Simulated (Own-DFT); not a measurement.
# One host, several defects: C11b WSi2

The numbers are computed, not measured, by runs of the plane-wave DFT program Own-DFT (in-house, retired, unreviewed) at fixed positions, with no spin and no spin-orbit coupling.

All runs used: PBEsol; PseudoDojo norm-conserving scalar-relativistic files, made for PBE; cutoff 50 hartree; 5 x 5 x 5 k mesh centred on Gamma; cold (Marzari-Vanderbilt) smearing of 0.2 eV.

Limits: forces on such cells failed a check on a denser k mesh; stress not checked against mesh or cutoff.

All runs share one cell, with vectors in Å (-2.148, -5.953, 3.409); (-6.444, 2.976, 1.136); (-2.553, -2.948, -6.757) and a volume of 403.2 Å³. u is the rms random offset of the atoms per axis. The defect's site can differ from row to row.

```
              cell  formula   u (Å)  P (GPa)
         no defect  Si20W10  0.0204     0.36
         no defect  Si20W10  0.0216     0.53
         no defect  Si20W10  0.0515     2.06
one Si on a W site   Si21W9  0.0324     2.68
one Si on a W site   Si21W9  0.0337     2.60
one Si on a W site   Si21W9  0.0556     3.73
one W on a Si site  Si19W11  0.0265     5.13
one W on a Si site  Si19W11  0.0303     5.48
one W on a Si site  Si19W11  0.0484        ?
one W on a Si site  Si19W11  0.0516     6.48
     one W vacancy   Si20W9  0.0323     0.06
     one W vacancy   Si20W9  0.0478     0.78
     one W vacancy   Si20W9  0.0532     1.97
    one Si vacancy  Si19W10  0.0275    -0.54
    one Si vacancy  Si19W10  0.0332    -0.57
    one Si vacancy  Si19W10  0.0495     0.35
```

## Working it out

P = P0 + c u² + a shift for each defect gives P0 = 0.18 GPa, c = 684 ± 72 GPa/Å² and a scatter of 0.24 GPa. The shifts, and each times the cell's volume:

- one W on a Si site: 4.54 ± 0.20 GPa, 11.4 eV
- one Si on a W site: 1.62 ± 0.20 GPa, 4.1 eV
- one W vacancy: -0.65 ± 0.21 GPa, -1.6 eV
- one Si vacancy: -1.41 ± 0.20 GPa, -3.6 eV

Against the defect-free cell, a freed cell would be larger where the shift is positive and smaller where it is negative (160.2 GPa Å³ is 1 eV). The atoms around the defects weren't relaxed, which would change these numbers.

## Check

The question: what pressure belongs in the blank (one W on a Si site, u = 0.0484 Å)?

The fitted form gives 6.32 ± 0.29 GPa. The run itself gave 5.90 GPa.
